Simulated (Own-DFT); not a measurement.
# Energy and forces against displacement in zincblende GaP, 96 atoms (Ga48P48)

All numbers below are calculated, not measured. They come from Own-DFT, an in-house plane-wave density functional program, since retired, whose code no person has reviewed. Each row is one single-point run on a periodic cell that was not relaxed, without spin or spin-orbit coupling.

Settings of every run: PBE; PseudoDojo norm-conserving scalar-relativistic files; cutoff 42 hartree; 2 x 3 x 3 k mesh centred on Gamma; Fermi-Dirac smearing of 0.1 eV.

Known limits, some of them of some rows only: some atoms lie very close together; forces on such cells moved up to 12 meV/angstrom on a denser k mesh; forces on such cells passed a denser k mesh, each cell not checked; stress not checked against mesh or cutoff.

Cell vectors in Å: (16.352, 0.000, 0.000); (0.000, 10.901, 0.000); (0.000, 0.000, 10.901). In each run every atom was moved at random and independently from its ideal site; u is the rms move along one axis. E is the free energy for each atom above the fitted value at u = 0, and F the rms of the force components.

| run | u (Å) | E (meV/atom) | F (eV/Å) | largest force (eV/Å) | P (GPa) |
|---|---|---|---|---|---|
| 1 | 0.0193 | 6.3 | 0.250 | 0.85 | 2.69 |
| 2 | 0.0194 | 7.3 | 0.282 | 1.01 | 2.71 |
| 3 | 0.0483 | ? | ? | ? | ? |
| 4 | 0.0499 | 42.2 | 0.713 | 3.92 | 3.23 |
| 5 | 0.0934 | 160.1 | 1.526 | 9.56 | 4.92 |
| 6 | 0.0942 | 161.4 | 1.481 | 6.18 | 4.93 |
| 7 | 0.1497 | 425.4 | 3.261 | 24.36 | 8.63 |
| 8 | 0.2061 | 699.8 | 3.495 | 15.53 | 12.29 |

## Worked fit

For small independent moves the energy grows as E = (3/2) K u², with K the mean stiffness felt by one atom. The runs with u up to 0.11 Å give K = 12.0 ± 0.3 eV/Å², with residuals divided by u² + 0.0006 Å², since the noise grows with the moves. The scatter is 2.1 meV/atom at u = 0.05 Å. The forces follow F = G u with G = 14.8 eV/Å²; no force at u = 0 is resolved. G exceeds K because the moves of its neighbours add to the force on an atom, and stiffness differs between atoms. At u = 0.206 Å the parabola gives 761 meV/atom and the run 700. The pressure follows P = 2.60 + 264 u² GPa: at fixed volume, shortened bonds push harder than stretched ones pull.

## Withheld run

Question: what energy and rms force should run 3 give?

The fit gives 42 ± 2 meV/atom and about 0.72 eV/Å. The calculation gave 46.0 meV/atom and 0.742 eV/Å.
